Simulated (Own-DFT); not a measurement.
# Stretching a layer in its plane: diamond-structure GeSn with randomly placed atoms, 64 atoms (Ge56Sn8)

No measurement is shown. These are fixed-geometry runs of a retired plane-wave code named Own-DFT, which no person has reviewed; spin and spin-orbit coupling are neglected.

Common settings: PBE; PseudoDojo norm-conserving scalar-relativistic files; cutoff 49 hartree; 3 x 3 x 3 k mesh centred on Gamma; Fermi-Dirac smearing of 0.1 eV.

Limits: forces on such cells moved up to 12 meV/angstrom on a denser k mesh; stress not checked against mesh or cutoff.

Unstrained cell vectors in Å: (11.524, 0.000, 0.000); (0.000, 11.524, 0.000); (0.000, 0.000, 11.524). The unstrained cell has measured lattice constants (interpolated for alloys), not those of this functional. That, the random moves and any unrelaxed bonds set the pressure at no strain. Each run strains x and y alike by e, as a substrate would, and holds the height along z. Each atom got a random Gaussian move of width 0.05 Å along each axis. The random placing of the alloy's atoms differs from row to row. Stress is positive in tension.

| e (%) | u (Å) | (s_xx + s_yy)/2 (GPa) | s_zz (GPa) |
|---|---|---|---|
| -3.00 | 0.052 | -11.12 | -9.43 |
| -2.25 | 0.052 | -9.57 | -8.26 |
| -1.75 | 0.051 | -8.52 | -7.63 |
| -1.50 | 0.046 | -8.41 | -7.43 |
| -0.25 | 0.049 | -5.60 | -5.47 |
| 0.25 | 0.048 | -4.79 | -4.83 |
| 1.00 | 0.050 | -3.68 | -4.15 |
| 2.00 | 0.051 | -2.01 | -3.16 |
| 2.25 | 0.046 | ? | ? |
| 3.00 | 0.049 | -0.58 | -2.19 |

## Fit

With e as a fraction, the in-plane stress is -5.3 + 177 e - 628 e² GPa (errors 3 and 159, scatter 0.15), and s_zz is -5.3 + 121 e - 647 e² GPa (slope ± 2, scatter 0.12). At e = 0 the first slope is C11 + C12 and the second 2 C12, both with the ions held to the strained lattice and at the cell's own pressure. The term in e² is negative: the layer stiffens under compression and softens under tension. A free layer would change its height as e changes, and the in-plane slope would drop by 2 C12²/C11 to the biaxial modulus. At fixed height, a misfit of 1 % moves the in-plane stress by about 1.8 GPa and s_zz by 1.2 GPa.

## The run left out

Question: what are the two stresses at e = 2.25 %?

The fitted form gives -1.6 and -2.9 GPa. Computed: -1.74 and -2.92 GPa.
